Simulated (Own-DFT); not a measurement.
# Energy and forces against displacement in beta-Si3N4, 112 atoms (N64Si48)

Calculated results; nothing here was measured. The program, named Own-DFT, is a retired in-house plane-wave density functional code that no person has reviewed. Each row is one single-point run on a periodic cell that was not relaxed, without spin or spin-orbit coupling.

Settings of every run: PBEsol; PseudoDojo norm-conserving scalar-relativistic files, made for PBE; cutoff 42 hartree; 2 x 2 x 4 k mesh centred on Gamma; Fermi-Dirac smearing of 0.1 eV.

Known limits, some of them of some rows only: some atoms lie very close together; forces on such cells moved up to 12 meV/angstrom on a denser k mesh; stress not checked against mesh or cutoff.

Cell vectors in Å: (15.212, 0.000, 0.000); (-7.606, 13.174, 0.000); (0.000, 0.000, 5.818). In each run every atom was moved at random and independently from its ideal site; u is the rms move along one axis. E is the free energy for each atom above the fitted value at u = 0, and F the rms of the force components.

| run | u (Å) | E (meV/atom) | F (eV/Å) | largest force (eV/Å) | P (GPa) |
|---|---|---|---|---|---|
| 1 | 0.0189 | 17.2 | 0.816 | 2.74 | 3.04 |
| 2 | 0.0200 | 18.6 | 0.842 | 3.37 | 3.12 |
| 3 | 0.0508 | 142.6 | 2.395 | 12.65 | 6.61 |
| 4 | 0.0522 | ? | ? | ? | ? |
| 5 | 0.0923 | 337.5 | 3.409 | 13.26 | 10.69 |
| 6 | 0.1022 | 489.2 | 4.937 | 27.83 | 14.39 |
| 7 | 0.1025 | 575.4 | 5.680 | 39.29 | 18.09 |
| 8 | 0.1477 | 1073.6 | 7.764 | 36.69 | 29.69 |

## Worked fit

For small independent moves the energy grows as E = (3/2) K u², with K the mean stiffness felt by one atom. The runs with u up to 0.11 Å give K = 32.4 ± 2.3 eV/Å², with residuals divided by u² + 0.0006 Å², since the noise grows with the moves. The scatter is 18.1 meV/atom at u = 0.05 Å. The forces follow F = G u with G = 45.9 eV/Å²; no force at u = 0 is resolved. G exceeds K because the moves of its neighbours add to the force on an atom, and stiffness differs between atoms. At u = 0.148 Å the parabola gives 1062 meV/atom and the run 1074. The pressure follows P = 2.69 + 1212 u² GPa: at fixed volume, shortened bonds push harder than stretched ones pull.

## Withheld run

Question: what energy and rms force should run 4 give?

The fit gives 133 ± 22 meV/atom and about 2.40 eV/Å. The calculation gave 117.3 meV/atom and 1.990 eV/Å. This run lies off the fit, by chance or by something that the fit leaves out.
